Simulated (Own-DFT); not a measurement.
# Which defects push the lattice out? grey tin

Everything here is calculated. The program is Own-DFT (plane waves, in-house, since retired, never reviewed by a person); positions were held fixed, and spin and spin-orbit coupling were off.

All runs used: PBE; PseudoDojo norm-conserving scalar-relativistic files; cutoff 42 hartree; 3 x 3 x 3 k mesh centred on Gamma; cold (Marzari-Vanderbilt) smearing of 0.2 eV.

Keep in mind (not all hold for every row): not probed for a lower state with spin; forces on such cells moved up to 12 meV/angstrom on a denser k mesh; stress not checked against mesh or cutoff.

All runs share one cell, with vectors in Å (12.978, 0.000, 0.000); (0.000, 12.978, 0.000); (0.000, 0.000, 12.978) and a volume of 2185.9 Å³. The atoms are randomly displaced, by u rms on each axis. The defect's site can differ from row to row.

| cell | formula | u (Å) | P (GPa) |
|---|---|---|---|
| no defect | Sn64 | 0.0199 | 3.38 |
| no defect | Sn64 | 0.0207 | 3.38 |
| no defect | Sn64 | 0.0511 | 3.62 |
| two Sn vacancies | Sn62 | 0.0296 | 3.12 |
| two Sn vacancies | Sn62 | 0.0324 | ? |
| two Sn vacancies | Sn62 | 0.0478 | 3.31 |
| two Sn vacancies | Sn62 | 0.0482 | 3.16 |
| one Sn vacancy | Sn63 | 0.0292 | 3.25 |
| one Sn vacancy | Sn63 | 0.0320 | 3.24 |
| one Sn vacancy | Sn63 | 0.0494 | 3.38 |

## What the rows give

P = P0 + c u² + a shift for each defect gives P0 = 3.35 GPa, c = 96 ± 21 GPa/Å² and a scatter of 0.05 GPa. The shifts, and each times the cell's volume:

- one Sn vacancy: -0.20 ± 0.04 GPa, -2.7 eV
- two Sn vacancies: -0.33 ± 0.05 GPa, -4.5 eV (-2.3 eV for each of its 2 sites)

Against the defect-free cell, a freed cell would be larger where the shift is positive and smaller where it is negative (160.2 GPa Å³ is 1 eV). The atoms around the defects weren't relaxed, which would change these numbers.

## Check

The question: what pressure belongs in the blank (two Sn vacancies, u = 0.0324 Å)?

The fitted form gives 3.12 ± 0.06 GPa. Computed: 3.07 GPa.
